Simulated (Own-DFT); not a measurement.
# Device materials side by side: how hard are they to compress?

The numbers are computed, not measured, by runs of the plane-wave DFT program Own-DFT (in-house, retired, unreviewed) at fixed positions, with no spin and no spin-orbit coupling.

Limits (not all hold for every row): forces on such cells moved up to 12 meV/angstrom on a denser k mesh; forces not confirmed at this smearing and k mesh; k mesh not checked against a denser one; forces on such cells passed a denser k mesh, each cell not checked; stress not checked against mesh or cutoff.

All runs are PBE with PseudoDojo norm-conserving files; cutoff and k mesh are each material's own. Every cell starts from measured lattice constants and was given uniform random strains and small random moves of its atoms. Each triple is the change of volume in per cent, the rms move u in Å and the pressure in GPa.

- 2H SiC (C36Si36), 10.36 Å³/atom unstrained: (-3.24, 0.049, 13.45); (-2.75, 0.051, 12.15); (-2.39, 0.055, 12.58); (-0.46, 0.054, 6.54); (2.25, 0.048, 0.56); (2.37, 0.049, 0.14); (3.27, 0.053, -0.99)
- wurtzite AlN (Al36N36), 10.45 Å³/atom unstrained: (-3.07, 0.054, 13.28); (-0.82, 0.048, 7.46); (-0.34, 0.045, 5.94); (1.27, 0.048, 2.91); (1.32, 0.054, 3.07); (2.23, 0.047, 1.19); (2.91, 0.049, 0.04)
- wurtzite GaN (Ga48N48), 11.42 Å³/atom unstrained: withheld
- diamond silicon (Si64), 20.02 Å³/atom unstrained: (-1.81, 0.045, 4.54); (-1.58, 0.047, 4.27); (-0.96, 0.052, 3.72); (0.83, 0.051, 1.87); (1.58, 0.053, 1.24); (1.69, 0.046, 1.07); (1.70, 0.047, 1.20)
- zincblende InP (In48P48), 25.27 Å³/atom unstrained: (-2.67, 0.050, 5.76); (-2.00, 0.052, 5.38); (-0.04, 0.049, 3.71); (0.00, 0.050, 3.77); (1.74, 0.051, 2.48); (1.87, 0.050, 2.30); (2.09, 0.051, 2.18)
- grey tin (Sn64), 34.15 Å³/atom unstrained: (-2.90, 0.054, 5.45); (-1.14, 0.047, 4.32); (-0.84, 0.051, 4.37); (-0.72, 0.053, 4.13); (0.14, 0.049, 3.70); (0.89, 0.051, 3.22); (1.52, 0.053, 2.89)

## What the rows give

Fit a line to each set against the fractional change of volume; B is minus its slope, and u is nearly the same within a set. To take it to zero pressure, assume that B rises by 4 GPa for each GPa: B0 = B - 4 x (mean pressure). The bond length of an ideal tetrahedral crystal with the unstrained volume v is d = (√3/4)(8 v)^(1/3). Cohen's empirical rule reads B0 = (1971 - 220 L) d^(-3.5) GPa, with L = 0 for group IV crystals and SiC and 1 for III-V compounds.

| material | L | d (Å) | B (GPa) | mean P (GPa) | B0 (GPa) | rule (GPa) |
|---|---|---|---|---|---|---|
| 2H SiC (C36Si36) | 0 | 1.888 | 233 ± 9 | 6.3 | 208 ± 9 | 213 |
| wurtzite AlN (Al36N36) | 1 | 1.893 | 219 ± 10 | 4.8 | 200 ± 10 | 188 |
| wurtzite GaN (Ga48N48) | 1 | 1.950 | ? | ? | ? | 169 |
| diamond silicon (Si64) | 0 | 2.352 | 97 ± 2 | 2.6 | 87 ± 2 | 99 |
| zincblende InP (In48P48) | 1 | 2.541 | 76 ± 1 | 3.7 | 62 ± 1 | 67 |
| grey tin (Sn64) | 0 | 2.810 | 58 ± 2 | 4.0 | 42 ± 2 | 53 |

A line through ln[B0/(1971 - 220 L)] against ln d has a slope of -4.1 ± 0.2 and a scatter of 6 %. Against the rule, B0 stands at 98 % for 2H SiC, 107 % for wurtzite AlN, 88 % for diamond silicon, 92 % for zincblende InP, 79 % for grey tin. PBE tends to make silicon and heavier crystals too soft, and the rule itself is only a guide.

## Check

Question: what B0 does the fitted trend give for wurtzite GaN (Ga48N48)?

From the line: 170 GPa. Its own runs give B = 214 ± 3 GPa at a mean pressure of 10.0 GPa, so B0 = 174 GPa.
